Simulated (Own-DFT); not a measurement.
Simulation results for SiGe (diamond-structure random alloy, atoms displaced)

A calculation, not a measurement: plane-wave density functional theory by an unreviewed code, no spin, of a simulated periodic cell, stress positive in tension, run twice, with PBE and with PBEsol, both on files made for PBE, so the change isn't that of files made for PBEsol, forces on such cells passed a denser k mesh, this cell's mesh not checked; the far tail of each file's local potential was reset to the Coulomb form; each entry is a single point on an unrelaxed cell, so the pressure reflects the starting lattice, mostly measured values (interpolated for alloys), from which strain is counted, and rises with the displacements; printed positions are rounded, which can move forces by about a meV/angstrom; the program, named Own-DFT, is a retired in-house code; no spin-orbit coupling; stress was not checked against mesh or cutoff. Program: Own-DFT development build.

## SiGe (diamond-structure random alloy, atoms displaced)

```cif
# cell vector a (Å): 11.0890 0.0000 0.0000
# cell vector b (Å): 0.0000 11.0890 0.0000
# cell vector c (Å): 0.0000 0.0000 11.0890
data_SiGe
_symmetry_space_group_name_H-M 'P 1'
_symmetry_Int_Tables_number 1
_cell_length_a 11.0890
_cell_length_b 11.0890
_cell_length_c 11.0890
_cell_angle_alpha 90.000
_cell_angle_beta 90.000
_cell_angle_gamma 90.000
_cell_volume 1363.57
loop_
_atom_site_label
_atom_site_type_symbol
_atom_site_fract_x
_atom_site_fract_y
_atom_site_fract_z
_atom_site_occupancy
Si1 Si 0.00119 0.99885 0.00345 1
Ge1 Ge 0.00594 0.25256 0.25446 1
Ge2 Ge 0.25519 0.00575 0.24910 1
Ge3 Ge 0.25821 0.24450 0.99562 1
Si2 Si 0.12485 0.11779 0.13401 1
Si3 Si 0.11391 0.37458 0.37036 1
Si4 Si 0.38180 0.12131 0.36526 1
Ge4 Ge 0.38084 0.36757 0.12313 1
Si5 Si 0.99797 0.99888 0.49565 1
Si6 Si 0.99974 0.25652 0.75698 1
Si7 Si 0.26055 0.00205 0.75067 1
Si8 Si 0.25174 0.24792 0.49773 1
Si9 Si 0.12427 0.13052 0.62254 1
Si10 Si 0.10959 0.37492 0.87426 1
Si11 Si 0.37328 0.12055 0.88698 1
Ge5 Ge 0.37913 0.37361 0.62938 1
Ge6 Ge 0.00063 0.50132 0.00094 1
Si12 Si 0.99386 0.74394 0.25755 1
Ge7 Ge 0.26005 0.49792 0.24089 1
Ge8 Ge 0.24853 0.74607 0.99675 1
Ge9 Ge 0.11676 0.62016 0.11838 1
Ge10 Ge 0.13505 0.88125 0.37447 1
Si13 Si 0.37487 0.61603 0.37904 1
Si14 Si 0.37699 0.86833 0.13141 1
Ge11 Ge 0.01088 0.49477 0.49877 1
Si15 Si 0.00318 0.74649 0.75217 1
Si16 Si 0.25005 0.49376 0.75384 1
Ge12 Ge 0.24960 0.75015 0.49923 1
Ge13 Ge 0.12111 0.62235 0.62270 1
Ge14 Ge 0.12107 0.87547 0.87386 1
Ge15 Ge 0.36977 0.62907 0.88159 1
Si17 Si 0.37218 0.87516 0.62920 1
Ge16 Ge 0.50511 0.99874 0.00162 1
Si18 Si 0.50729 0.25376 0.25564 1
Si19 Si 0.75647 0.00062 0.25026 1
Ge17 Ge 0.75660 0.25492 0.99608 1
Ge18 Ge 0.62470 0.12964 0.12258 1
Si20 Si 0.62542 0.36737 0.36932 1
Si21 Si 0.88238 0.12870 0.36273 1
Ge19 Ge 0.87048 0.37261 0.12438 1
Si22 Si 0.51243 0.98622 0.49111 1
Ge20 Ge 0.50416 0.23990 0.75188 1
Si23 Si 0.75749 0.99749 0.75979 1
Ge21 Ge 0.75470 0.25806 0.50142 1
Ge22 Ge 0.62041 0.12603 0.61871 1
Ge23 Ge 0.61594 0.37084 0.87543 1
Ge24 Ge 0.87377 0.12509 0.86792 1
Si24 Si 0.88125 0.37059 0.62625 1
Si25 Si 0.50145 0.50195 0.99874 1
Ge25 Ge 0.49560 0.75399 0.25146 1
Si26 Si 0.74853 0.49395 0.25185 1
Si27 Si 0.75039 0.75358 0.99377 1
Si28 Si 0.62652 0.61754 0.11947 1
Si29 Si 0.62765 0.87781 0.38055 1
Ge26 Ge 0.87151 0.62515 0.38212 1
Si30 Si 0.87986 0.87148 0.12880 1
Si31 Si 0.50016 0.49426 0.49539 1
Ge27 Ge 0.50449 0.73612 0.75168 1
Ge28 Ge 0.74183 0.50849 0.75214 1
Ge29 Ge 0.74677 0.75506 0.49485 1
Ge30 Ge 0.62982 0.62914 0.61986 1
Si32 Si 0.63030 0.85698 0.87727 1
Ge31 Ge 0.87386 0.62357 0.87821 1
Ge32 Ge 0.87613 0.87214 0.63499 1
```

It was run with functional PBE, then PBEsol, potential files PseudoDojo norm-conserving, scalar-relativistic, standard set, wave cutoff 42 hartree, occupations Fermi-Dirac, smearing width 0.1 eV and k mesh 3 x 3 x 3 centred on Gamma.

The calculation gives: PBE pressure 3.48 GPa; PBE stress xx -3.41 GPa; PBE stress yy -3.54 GPa; PBE stress zz -3.5 GPa; PBE stress yz -1.52 GPa; PBE stress xz -0.55 GPa; PBE stress xy 0.19 GPa; PBEsol pressure 1.19 GPa; PBEsol stress xx -1.12 GPa; PBEsol stress yy -1.24 GPa; PBEsol stress zz -1.21 GPa; PBEsol stress yz -1.48 GPa; PBEsol stress xz -0.55 GPa; PBEsol stress xy 0.18 GPa; rms change of force components from PBE to PBEsol 0.054 eV/Å.

Force:
```
force element  PBE force x (eV/Å)  PBE force y (eV/Å)  PBE force z (eV/Å)  PBEsol force x (eV/Å)  PBEsol force y (eV/Å)  PBEsol force z (eV/Å)
           Si              -0.336                0.26               0.308                  -0.33                  0.254                  0.214
           Ge              -0.613              -0.675              -1.756                 -0.636                 -0.629                 -1.753
           Ge               0.443              -0.873              -0.605                  0.393                 -0.899                 -0.546
           Ge              -2.559               0.666               0.903                  -2.45                  0.697                  0.936
           Si              -0.049               0.923              -1.538                 -0.008                  0.939                 -1.453
           Si               3.432               0.277               0.387                   3.32                  0.309                  0.347
           Si               0.629               0.615               1.723                  0.569                  0.546                  1.655
           Ge                0.84               0.372               -0.16                  0.739                  0.371                 -0.161
           Si               0.114               0.637               0.559                  0.118                  0.546                  0.545
           Si              -0.119              -1.358              -1.721                 -0.172                 -1.409                 -1.657
           Si              -1.364               0.533              -0.028                 -1.387                  0.501                  0.012
           Si              -0.137               0.135              -0.521                 -0.085                  0.179                 -0.491
           Si               0.161              -0.546               0.424                  0.141                 -0.544                  0.428
           Si               2.499               0.281               0.433                  2.458                  0.319                  0.529
           Si               1.097              -0.912              -1.974                  1.122                 -0.849                 -1.875
           Ge               -0.43              -0.223              -0.494                  -0.38                 -0.252                 -0.443
           Ge              -1.197              -1.207              -0.438                 -1.193                  -1.12                 -0.383
           Si               1.034               0.779              -0.756                  1.057                  0.719                  -0.69
           Ge              -1.584              -0.026               0.904                  -1.54                 -0.044                  0.805
           Ge              -0.705               1.555               1.497                 -0.706                  1.466                  1.408
           Ge               1.222               1.232               1.848                  1.211                  1.149                   1.74
           Ge              -1.522              -0.599              -0.071                 -1.409                  -0.59                 -0.069
           Si               0.203                0.74              -0.245                  0.139                  0.777                 -0.292
           Si               -0.84               1.107              -1.389                 -0.826                  1.087                 -1.357
           Ge              -1.907              -0.048               0.351                 -1.858                  0.045                  0.366
           Si              -0.423              -0.334              -0.033                 -0.414                 -0.331                 -0.032
           Si              -0.673               0.367               0.092                 -0.614                  0.396                  0.052
           Ge               0.664                -0.4               0.379                  0.576                 -0.381                  0.358
           Ge               1.204               0.278                1.15                  1.165                  0.255                  1.035
           Ge               0.779               0.529              -0.346                  0.794                  0.472                 -0.303
           Ge                0.79              -2.042              -1.023                  0.759                 -1.914                 -0.992
           Si               1.364               -0.31                -0.5                  1.344                 -0.395                  -0.51
           Ge              -0.316              -1.378              -0.075                 -0.271                 -1.292                 -0.031
           Si              -0.956              -1.251              -0.942                 -0.961                 -1.243                 -1.041
           Si              -0.415               -0.09              -0.199                 -0.454                 -0.055                 -0.235
           Ge              -1.055              -0.766              -0.337                 -1.027                 -0.741                 -0.322
           Ge               0.855              -0.161               0.788                  0.823                 -0.163                  0.692
           Si               0.466               1.542               1.161                  0.522                  1.483                  1.211
           Si              -0.984               -0.88               1.757                 -0.951                 -0.772                  1.716
           Ge               1.003               0.666               0.803                  1.005                  0.611                   0.73
           Si              -2.843               1.943               1.778                 -2.802                  1.976                  1.822
           Ge              -1.478              -0.117               0.455                 -1.389                 -0.069                  0.405
           Si              -2.089              -0.733                -1.1                 -2.011                 -0.681                 -1.106
           Ge                 0.2              -1.094              -0.764                  0.158                 -1.097                 -0.718
           Ge               1.416              -1.414                0.02                  1.376                 -1.295                  0.043
           Ge               0.794               0.873               0.044                  0.806                  0.805                  0.001
           Ge               1.177               0.106               1.267                  1.114                  0.151                  1.279
           Si              -0.329               1.287               0.639                 -0.373                  1.305                  0.572
           Si              -0.514              -0.265               0.281                 -0.561                  -0.31                  0.223
           Ge               1.285              -1.546               0.796                  1.251                 -1.507                  0.788
           Si              -0.389               0.693              -0.174                 -0.292                  0.683                  -0.17
           Si               0.964              -1.124               2.374                  1.023                 -1.168                  2.323
           Si               0.412               0.915               0.526                  0.386                   0.94                   0.55
           Si               1.073              -0.589              -2.746                    1.1                 -0.696                 -2.734
           Ge               0.144              -1.119              -0.563                  0.135                 -1.083                 -0.475
           Si              -0.567               0.017              -0.333                 -0.555                  0.011                 -0.334
           Si               0.608               0.063               0.191                   0.61                  0.046                  0.277
           Ge              -0.929               1.582              -0.262                 -0.898                  1.473                  -0.26
           Ge               1.051              -1.721               -0.35                  1.001                  -1.63                 -0.318
           Ge                0.67               0.331               0.975                  0.695                  0.257                  1.003
           Ge              -0.926              -1.038              -1.008                  -0.87                 -0.975                 -0.919
           Si              -0.803               2.411              -1.002                 -0.901                  2.379                 -1.034
           Ge               0.129                0.74              -0.427                  0.121                  0.645                 -0.418
           Ge               0.333               0.387              -0.931                   0.29                  0.343                 -0.944
```
